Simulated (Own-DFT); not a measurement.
# Response to strain: wurtzite AlGaN with randomly placed atoms, 72 atoms (Al9Ga27N36)

All numbers below are calculated, not measured. They come from Own-DFT, an in-house plane-wave density functional program, since retired, whose code no person has reviewed. Each row is one single-point run on a periodic cell that was not relaxed, without spin or spin-orbit coupling.

Settings of every run: PBE; PseudoDojo norm-conserving scalar-relativistic files; cutoff 42 hartree; 4 x 4 x 3 k mesh centred on Gamma; Fermi-Dirac smearing of 0.1 eV.

Known limits: forces on such cells passed a denser k mesh, each cell not checked; stress not checked against mesh or cutoff.

Unstrained cell vectors in Å: (9.509, 0.000, 0.000); (-4.755, 8.235, 0.000); (0.000, 0.000, 10.268). The unstrained cell has measured lattice constants (interpolated for alloys), not those of this functional. That, the random moves and any unrelaxed bonds set the pressure at no strain. Each run strains this cell uniformly, with the atoms carried along. Every atom was also moved at random, by a Gaussian of width 0.05 Å on each axis. The random placing of the alloy's atoms differs from row to row. Strain is the symmetric tensor, in per cent. Stress is positive in tension, and the pressure is minus a third of its trace.

| run | e_xx (%) | e_yy (%) | e_zz (%) | s_xx (GPa) | s_yy (GPa) | s_zz (GPa) | P (GPa) | E (meV/atom) |
|---|---|---|---|---|---|---|---|---|
| 1 | -3.00 | -3.00 | 0.00 | -28.41 | -28.36 | -11.32 | 22.69 | 87.8 |
| 2 | 0.25 | 0.25 | 0.00 | -6.08 | -5.68 | -7.61 | 6.45 | 1.8 |
| 3 | 0.75 | 0.75 | 0.00 | -2.94 | -3.65 | -6.60 | 4.40 | 0.0 |
| 4 | 2.25 | 2.25 | 0.00 | 2.82 | 3.54 | -3.39 | -0.99 | 4.4 |
| 5 | 1.00 | 1.00 | 0.00 | -3.11 | -1.90 | -6.94 | 3.98 | 19.9 |
| 6 | -2.25 | -2.25 | 0.00 | -20.13 | -22.36 | -9.93 | 17.47 | 35.3 |
| 7 | -1.00 | -1.00 | 0.00 | -13.68 | -12.62 | -8.63 | 11.64 | 19.0 |
| 8 | -1.25 | -1.25 | 0.00 | -14.87 | -15.71 | -8.76 | 13.11 | 32.5 |
| 9 | 1.75 | 1.75 | 0.00 | ? | ? | ? | ? | ? |

E is the free energy for each atom above the lowest run shown.

## Worked fit

The change of volume is close to e_xx + e_yy + e_zz. A straight line through the runs shown gives P = 8.12 - 221 x (fractional change of volume) GPa, with an error of 10 on the slope and a scatter of 0.91 GPa. The strain isn't the same on all axes and the cell isn't cubic, so the slope belongs to this path and is not the bulk modulus.

## Withheld run

Question: what pressure should run 9 give? Its volume changes by 3.53 %.

The line gives 0.3 GPa. The calculation gave 0.98 GPa.
